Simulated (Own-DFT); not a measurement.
# How strain changes the stress of wurtzite GaN, 72 atoms (Ga36N36)

Calculated results; nothing here was measured. The program, named Own-DFT, is a retired in-house plane-wave density functional code that no person has reviewed. Each row is one single-point run on a periodic cell that was not relaxed, without spin or spin-orbit coupling.

Settings of every run: PBE; PseudoDojo norm-conserving scalar-relativistic files (stringent for Ga); cutoff 96 hartree; 4 x 4 x 3 k mesh centred on Gamma; Gaussian smearing of 0.01 eV.

Known limits: forces not confirmed at this smearing and k mesh; stress not checked against mesh or cutoff.

Unstrained cell vectors in Å: (9.567, 0.000, 0.000); (-4.784, 8.285, 0.000); (0.000, 0.000, 10.370). The unstrained cell has measured lattice constants (interpolated for alloys), not those of this functional. That, the random moves and any unrelaxed bonds set the pressure at no strain. Each run strains this cell uniformly, with the atoms carried along. Every atom was also moved at random, by a Gaussian of width 0.05 Å on each axis. Strain is the symmetric tensor, in per cent. Stress is positive in tension, and the pressure is minus a third of its trace.

```
run  e_xx (%)  e_yy (%)  e_zz (%)  e_yz (%)  e_xz (%)  e_xy (%)  s_xx (GPa)  s_yy (GPa)  s_zz (GPa)  s_yz (GPa)  s_xz (GPa)  s_xy (GPa)  P (GPa)  E (meV/atom)
  1     -0.08      0.54     -1.50     -1.13     -1.69      1.64       -7.05       -5.54      -15.01       -2.22       -3.33        3.77     9.20          33.0
  2      1.31     -0.18      0.71     -1.13      0.57     -0.28       -1.92       -4.97       -3.62       -2.46        1.64       -0.95     3.50          10.5
  3      1.68      0.14      1.87      0.74      1.63     -0.17        0.91       -2.07        0.35        2.03        3.26       -0.72     0.27          10.5
  4     -1.61     -1.86     -1.06      0.47     -0.37     -1.83      -17.06      -17.89      -15.99        0.70       -0.74       -6.97    16.98          57.7
  5      0.46      1.45     -0.51      0.31     -1.65     -0.85       -4.11        0.21       -8.87        0.16       -3.19       -2.28     4.26          15.4
  6      0.18      1.60      0.88      1.81     -1.11     -0.31       -4.05       -0.26       -2.40        3.84       -2.93       -0.08     2.24          22.2
  7      1.50      0.47     -0.39      1.75      1.53      0.68        0.62       -4.58       -8.90        2.97        3.28        2.96     4.29          24.2
  8     -1.80      0.19      0.01      1.65     -1.01     -0.48      -15.81       -8.12       -7.77        3.58       -2.21       -2.63    10.57          32.7
  9      1.93     -0.32     -0.94      1.26      0.09     -0.17       -0.99       -5.86       -9.91        2.59        1.10       -0.09     5.59          13.9
 10     -0.06     -0.02     -0.59     -1.87     -0.97      1.03       -9.45       -7.41       -9.97       -4.22       -3.28        3.38     8.94          37.1
 11     -1.53      0.65      0.43      0.03      1.95     -0.54      -11.91       -5.52       -6.09       -0.85        5.02       -0.86     7.84          21.0
 12     -0.69     -1.53      0.12     -1.49     -0.90     -0.12      -10.52      -17.65       -8.09       -4.04       -2.10        0.52    12.08          56.1
 13      1.57      1.45     -0.69     -1.69      0.05     -1.06       -0.77       -0.76       -6.45       -2.95       -0.12       -3.82     2.66          19.3
 14      0.87      0.96     -0.12     -1.28      0.03      0.41       -1.85       -2.60       -5.77       -2.58        0.27        1.82     3.41           0.0
 15     -1.17     -0.57     -1.19     -0.66     -1.27      1.85      -12.65      -12.67      -14.41       -2.44       -2.77        5.31    13.24          44.2
 16      1.94     -0.68      1.06      0.14      1.94     -0.56        0.93       -7.14       -2.25       -0.71        3.37       -1.10     2.82          20.9
 17     -0.08      1.15     -0.58     -1.84      0.05      1.69           ?           ?           ?           ?           ?           ?        ?             ?
```

E is the free energy for each atom above the lowest run shown.

## Worked fit

Each stress component was fitted by least squares to a constant and the strains of the runs shown, as fractions, with shears doubled. Shear strains stay in the fit of a normal stress only where such slopes are resolved. The slopes, in GPa:

| stress | at no strain | per e_xx | per e_yy | per e_zz | scatter |
|---|---|---|---|---|---|
| s_xx | -7.2 | 412 ± 21 | 105 ± 27 | 68 ± 30 | 1.02 |
| s_yy | -7.3 | 129 ± 26 | 448 ± 33 | 76 ± 36 | 1.22 |
| s_zz | -7.6 | 71 ± 21 | 100 ± 27 | 428 ± 30 | 1.01 |

Each shear stress against twice its own strain: yz 104 ± 6, xz 116 ± 9, xy 161 ± 12 GPa. These are stiffnesses along x, y and z of the frame in which the cell vectors are given, which need not be the crystal's axes. The atoms are held to the strained lattice; where symmetry lets them move under strain, relaxing them would lower some slopes. The table should be nearly symmetric about its diagonal, and what it lacks of that shows the noise. A ninth of its sum, 204 ± 4 GPa, estimates the bulk modulus near the mean pressure of these runs, 6.7 GPa, so it lies above the value at zero pressure.

## Withheld run

Question: what normal stresses and pressure should run 17 give?

The fit gives s_xx = -6.7, s_yy = -2.8, s_zz = -9.0 and P = 6.2 GPa. The calculation gave -6.75, -2.68, -9.73 and P = 6.39 GPa.
